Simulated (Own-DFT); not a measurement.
# One trend across several semiconductors

Everything here is calculated. The program is Own-DFT (plane waves, in-house, since retired, never reviewed by a person); positions were held fixed, and spin and spin-orbit coupling were off.

Caveats (not all hold for every row): forces on such cells moved up to 12 meV/angstrom on a denser k mesh; forces not confirmed at this smearing and k mesh; k mesh not checked against a denser one; forces on such cells passed a denser k mesh, each cell not checked; stress not checked against mesh or cutoff.

All runs are PBE with PseudoDojo norm-conserving files; cutoff and k mesh are each material's own. Every cell starts from measured lattice constants and was given uniform random strains and small random moves of its atoms. Each triple is the change of volume in per cent, the rms move u in Å and the pressure in GPa.

- 3C SiC (C48Si48), 10.36 Å³/atom unstrained: (-2.27, 0.051, 11.66); (-1.34, 0.051, 8.39); (-1.32, 0.052, 8.64); (-0.07, 0.051, 5.92); (0.46, 0.050, 5.08); (0.63, 0.048, 4.43); (2.76, 0.053, -0.61)
- wurtzite AlN (Al36N36), 10.45 Å³/atom unstrained: (-3.30, 0.050, 13.30); (-3.10, 0.047, 12.88); (-2.28, 0.050, 10.95); (-0.19, 0.046, 5.84); (-0.15, 0.050, 6.14); (0.98, 0.049, 3.86); (1.46, 0.051, 2.60)
- wurtzite GaN (Ga48N48), 11.42 Å³/atom unstrained: (-3.58, 0.050, 15.19); (-3.02, 0.051, 13.83); (-2.68, 0.048, 12.90); (-2.13, 0.050, 11.95); (-0.99, 0.052, 9.43); (-0.05, 0.048, 7.36); (1.82, 0.049, 3.97)
- diamond silicon (Si64), 20.02 Å³/atom unstrained: (-3.02, 0.048, 5.76); (-2.18, 0.055, 5.18); (-1.58, 0.047, 4.27); (0.26, 0.047, 2.42); (0.91, 0.051, 1.69); (1.09, 0.051, 1.83); (1.25, 0.054, 1.47)
- zincblende GaP (Ga32P32), 20.24 Å³/atom unstrained: withheld
- zincblende InP (In48P48), 25.27 Å³/atom unstrained: (-1.54, 0.049, 4.73); (-0.85, 0.050, 4.23); (-0.80, 0.054, 4.38); (-0.04, 0.049, 3.71); (0.20, 0.052, 3.62); (0.63, 0.050, 3.35); (2.43, 0.050, 2.08)
- grey tin (Sn64), 34.15 Å³/atom unstrained: (-2.54, 0.048, 5.07); (-1.47, 0.052, 4.51); (-1.44, 0.047, 4.35); (0.42, 0.050, 3.58); (0.55, 0.050, 3.61); (0.64, 0.052, 3.41); (1.29, 0.046, 3.09)

## Working it out

Fit a line to each set against the fractional change of volume; B is minus its slope, and u is nearly the same within a set. To take it to zero pressure, assume that B rises by 4 GPa for each GPa: B0 = B - 4 x (mean pressure). The bond length of an ideal tetrahedral crystal with the unstrained volume v is d = (√3/4)(8 v)^(1/3). Cohen's empirical rule reads B0 = (1971 - 220 L) d^(-3.5) GPa, with L = 0 for group IV crystals and SiC and 1 for III-V compounds.

| material | L | d (Å) | B (GPa) | mean P (GPa) | B0 (GPa) | rule (GPa) |
|---|---|---|---|---|---|---|
| 3C SiC (C48Si48) | 0 | 1.888 | 233 ± 10 | 6.2 | 208 ± 10 | 213 |
| wurtzite AlN (Al36N36) | 1 | 1.893 | 225 ± 5 | 7.9 | 193 ± 5 | 188 |
| wurtzite GaN (Ga48N48) | 1 | 1.950 | 208 ± 5 | 10.7 | 165 ± 5 | 169 |
| diamond silicon (Si64) | 0 | 2.352 | 102 ± 4 | 3.2 | 89 ± 4 | 99 |
| zincblende GaP (Ga32P32) | 1 | 2.360 | ? | ? | ? | 87 |
| zincblende InP (In48P48) | 1 | 2.541 | 67 ± 2 | 3.7 | 52 ± 2 | 67 |
| grey tin (Sn64) | 0 | 2.810 | 49 ± 2 | 3.9 | 33 ± 2 | 53 |

A line through ln[B0/(1971 - 220 L)] against ln d has a slope of -4.5 ± 0.2 and a scatter of 7 %. Against the rule, B0 stands at 97 % for 3C SiC, 103 % for wurtzite AlN, 98 % for wurtzite GaN, 90 % for diamond silicon, 78 % for zincblende InP, 63 % for grey tin. PBE tends to make silicon and heavier crystals too soft, and the rule itself is only a guide.

## The run left out

Q: what B0 does the fitted trend give for zincblende GaP (Ga32P32)?

The line gives 70 GPa. Its own runs give B = 87 ± 3 GPa at a mean pressure of 2.5 GPa, so B0 = 77 GPa.
